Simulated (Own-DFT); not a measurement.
# How strain changes the stress of beta-Si3N4, 112 atoms (N64Si48)

These are calculations, not measurements. The program, named Own-DFT, is a retired in-house plane-wave density functional code that no person has reviewed. Each row is one single-point run on a periodic cell that was not relaxed, without spin or spin-orbit coupling.

Settings of every run: PBE; PseudoDojo norm-conserving scalar-relativistic files; cutoff 42 hartree; 2 x 2 x 4 k mesh centred on Gamma; Fermi-Dirac smearing of 0.1 eV.

Known limits, some of them of some rows only: some atoms lie very close together; forces on such cells moved up to 12 meV/angstrom on a denser k mesh; stress not checked against mesh or cutoff.

Unstrained cell vectors in Å: (15.212, 0.000, 0.000); (-7.606, 13.174, 0.000); (0.000, 0.000, 5.818). The unstrained cell has measured lattice constants (interpolated for alloys), not those of this functional. That, the random moves and any unrelaxed bonds set the pressure at no strain. Each run strains this cell uniformly, with the atoms carried along. Every atom was also moved at random, by a Gaussian of width 0.05 Å on each axis. Strain is the symmetric tensor, in per cent. Stress is positive in tension, and the pressure is minus a third of its trace.

```
run,e_xx (%),e_yy (%),e_zz (%),e_yz (%),e_xz (%),e_xy (%),s_xx (GPa),s_yy (GPa),s_zz (GPa),s_yz (GPa),s_xz (GPa),s_xy (GPa),P (GPa),E (meV/atom)
1,-1.68,1.84,0.78,1.65,0.86,1.65,-15.56,-1.47,-2.99,4.62,1.75,7.66,6.67,52.9
2,-0.70,0.50,1.89,-0.12,1.72,-1.23,-8.88,-4.66,3.08,0.01,5.92,-5.81,3.49,17.4
3,0.02,1.46,-1.55,-1.71,-0.76,-0.59,-6.56,-2.88,-18.27,-5.77,-3.24,-2.17,9.23,51.6
4,-1.24,1.33,0.16,0.29,0.68,0.63,-12.05,-2.14,-9.51,1.95,1.75,2.59,7.90,33.7
5,-0.49,-1.84,-1.75,0.26,-0.97,0.44,-15.85,-21.09,-23.08,2.38,-3.13,0.25,20.01,53.8
6,1.93,-0.33,-1.65,0.99,-1.06,0.84,1.00,-8.76,-18.56,3.16,-5.16,2.92,8.77,30.7
7,0.28,0.48,-0.93,-1.91,0.95,-1.83,-6.27,-6.45,-16.24,-6.48,5.14,-7.88,9.66,60.5
8,1.20,-0.09,-1.60,0.00,0.86,0.58,-2.84,-8.93,-18.28,0.32,4.13,3.11,10.02,48.1
9,-1.96,1.66,-0.09,-1.18,-1.56,0.12,-16.73,-1.15,-9.93,-4.08,-4.33,1.11,9.27,29.6
10,-0.11,0.68,1.80,0.03,1.66,0.62,-5.34,-1.86,3.00,-0.15,5.71,1.06,1.40,0.0
11,1.10,0.25,1.22,1.40,-1.02,0.59,0.91,-4.28,-1.96,4.31,-1.26,3.18,1.78,22.1
12,0.61,0.54,0.94,1.51,0.98,1.08,-2.23,-1.37,-3.69,4.68,2.38,4.91,2.43,12.5
13,1.13,-0.33,-0.86,1.12,-1.50,-1.97,-2.90,-8.56,-16.79,5.06,-2.25,-7.04,9.41,72.0
14,-1.22,-1.60,1.59,1.39,-1.73,1.52,-16.53,-16.11,-4.26,4.44,-5.49,8.81,12.30,74.7
15,0.68,0.51,0.03,0.66,0.42,1.87,-3.44,-3.11,-11.43,1.77,-0.29,7.28,5.99,47.2
16,-0.96,-1.03,-1.77,0.07,0.26,1.08,-16.81,-16.82,-26.01,-0.07,2.28,4.09,19.88,85.2
17,1.40,0.35,-1.89,-0.45,-1.33,-0.41,-1.57,-5.10,-24.04,-1.51,-5.84,-2.60,10.24,68.6
18,-1.26,-0.61,-0.23,-1.29,1.00,0.54,?,?,?,?,?,?,?,?
```

E is the free energy for each atom above the lowest run shown.

## Worked fit

Each stress component was fitted by least squares to a constant and the strains of the runs shown, as fractions, with shears doubled. Shear strains stay in the fit of a normal stress only where such slopes are resolved. The slopes, in GPa:

| stress | at no strain | per e_xx | per e_yy | per e_zz | scatter |
|---|---|---|---|---|---|
| s_xx | -7.9 | 594 ± 14 | 166 ± 15 | 108 ± 12 | 0.62 |
| s_yy | -7.8 | 166 ± 22 | 529 ± 23 | 125 ± 19 | 0.94 |
| s_zz | -10.7 | 66 ± 37 | 140 ± 39 | 654 ± 31 | 1.58 |

Each shear stress against twice its own strain: yz 179 ± 10, xz 166 ± 16, xy 202 ± 15 GPa. These are stiffnesses along x, y and z of the frame in which the cell vectors are given, which need not be the crystal's axes. The atoms are held to the strained lattice; where symmetry lets them move under strain, relaxing them would lower some slopes. The table should be nearly symmetric about its diagonal, and what it lacks of that shows the noise. A ninth of its sum, 283 ± 7 GPa, estimates the bulk modulus near the mean pressure of these runs, 8.7 GPa, so it lies above the value at zero pressure.

## Withheld run

Question: what normal stresses and pressure should run 18 give?

The fit gives s_xx = -16.7, s_yy = -13.5, s_zz = -13.8 and P = 14.6 GPa. The calculation gave -13.39, -14.32, -13.83 and P = 13.85 GPa. This run lies off the fit, by chance or by something that the fit leaves out.
